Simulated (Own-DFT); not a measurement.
# Misfit strain and the stress it brings: wurtzite GaN, 72 atoms (Ga36N36)

No measurement is shown. These are fixed-geometry runs of a retired plane-wave code named Own-DFT, which no person has reviewed; spin and spin-orbit coupling are neglected.

Method: PBE; PseudoDojo norm-conserving scalar-relativistic files (stringent for Ga); cutoff 96 hartree; 4 x 4 x 3 k mesh centred on Gamma; Gaussian smearing of 0.01 eV.

Caveats: forces not confirmed at this smearing and k mesh; stress not checked against mesh or cutoff.

Unstrained cell vectors in Å: (9.567, 0.000, 0.000); (-4.784, 8.285, 0.000); (0.000, 0.000, 10.370). The unstrained cell has measured lattice constants (interpolated for alloys), not those of this functional. That, the random moves and any unrelaxed bonds set the pressure at no strain. Each run strains x and y alike by e, as a substrate would, and holds the height along z. Random moves of width 0.05 Å per axis were added to every atom. Stress is positive in tension.

```
e (%)  u (Å)  (s_xx + s_yy)/2 (GPa)  s_zz (GPa)
-3.00  0.052                 -27.12      -11.83
-2.50  0.048                 -22.16      -10.95
-2.25  0.050                 -20.34      -11.71
-0.50  0.052                 -10.40       -7.30
 0.25  0.048                      ?           ?
 0.50  0.049                  -4.03       -6.22
 1.25  0.044                  -0.02       -5.58
 2.25  0.052                   3.38       -4.30
 2.50  0.048                   4.39       -2.54
 2.75  0.053                   5.61       -3.49
```

## Worked fit

With e as a fraction, the in-plane stress is -6.8 + 545 e - 3705 e² GPa (errors 9 and 667, scatter 0.59), and s_zz is -7.3 + 156 e GPa (slope ± 10, scatter 0.64). At e = 0 the first slope is C11 + C12 and the second 2 C13, both with the ions held to the strained lattice and at the cell's own pressure. The term in e² is negative: the layer stiffens under compression and softens under tension. A free layer would change its height as e changes, and the in-plane slope would drop by 2 C13²/C33 to the biaxial modulus. At fixed height, a misfit of 1 % moves the in-plane stress by about 5.5 GPa and s_zz by 1.6 GPa.

## Prediction

The question: what are the two stresses at e = 0.25 %?

Estimate: -5.4 and -6.9 GPa. Computed: -4.47 and -7.92 GPa.
